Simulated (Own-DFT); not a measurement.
# Hybrid less PBE against volume: corundum Al2O3, 78 atoms (Al32O46), with two O vacancies

Calculated, not measured. Each geometry was run twice at fixed positions with Own-DFT, a retired in-house plane-wave program that no person has reviewed: with PBE, and with HSE06 (exact exchange share 0.25 at short range, screening 0.11 per bohr, Gygi-Baldereschi treatment of its divergence). Both used PseudoDojo norm-conserving files made for PBE, a cutoff of 48 hartree, the Gamma point alone, fixed occupations, a neutral cell and no spin. One k point on a cell 7.9 Å thick isn't converged, and results move with the size of the cell. The oxygen file's force components were 24 meV/Å off all-electron values in a glass.

Unstrained cell vectors in Å: (5.494, 0.000, 8.660); (-2.747, 4.758, 8.660); (-2.747, -4.758, 8.660), volume V0 = 679.1 Å³, from measured lattice constants. Each geometry has its own random strain of a few per cent, its own defect sites and random moves of rms u per axis. HSE06 gave the energy alone. D is its energy less that of PBE, over the lowest D shown. The PBE stress wasn't checked against mesh or cutoff.

| run | V - V0 (Å³) | u (Å) | P with PBE (GPa) | D (eV) |
|---|---|---|---|---|
| 1 | -25.3 | 0.0273 | 17.15 | 0.135 |
| 2 | -28.6 | 0.0306 | 18.83 | 0.000 |
| 3 | -6.7 | 0.0499 | 12.24 | 1.024 |
| 4 | 4.6 | 0.0488 | 7.21 | 1.433 |
| 5 | 0.8 | 0.0331 | 7.00 | 1.167 |
| 6 | -2.9 | 0.0293 | 8.77 | 1.010 |
| 7 | -0.4 | 0.0299 | 6.93 | 1.144 |
| 8 | 12.0 | 0.0523 | 4.51 | 1.826 |
| 9 | 8.0 | 0.0500 | 5.90 | 1.626 |
| 10 | 21.3 | 0.0288 | -0.25 | 1.925 |
| 11 | -3.5 | 0.0276 | 8.06 | 1.008 |
| 12 | 3.5 | 0.0500 | 8.53 | 1.307 |
| 13 | -4.1 | 0.0289 | 8.30 | ? |

## What the rows give

D = 1.05 + 0.0391 (V - V0) + 91 u² eV, with an error of 0.0011 on the volume slope, 18 on the last term and a scatter of 0.05 eV. Pressure is -dE/dV, and 1 eV/Å³ is 160.2 GPa, so HSE06 changes the pressure by -6.3 ± 0.2 GPa. With the ions held to the strained lattice, the PBE pressure falls by 265 ± 8 GPa per unit of volume strain; the shape of the strain isn't fitted, so the true error is larger, and a relaxed crystal would be softer. On that slope HSE06's volume at a given pressure is about 2.4 % smaller, or 0.8 % in lengths. At u = 0 and V0 the PBE pressure is 6.3 GPa, which puts the zero-pressure volume, against the measured cell and with the defects in, at +2.4 % for PBE and +0.0 % for HSE06, each good to a few tenths of a per cent.

## Test on the hidden row

The question: what D should run 13 give?

From the fit: 0.96 eV, with rows scattering by 0.05. The hidden result is 1.003 eV.
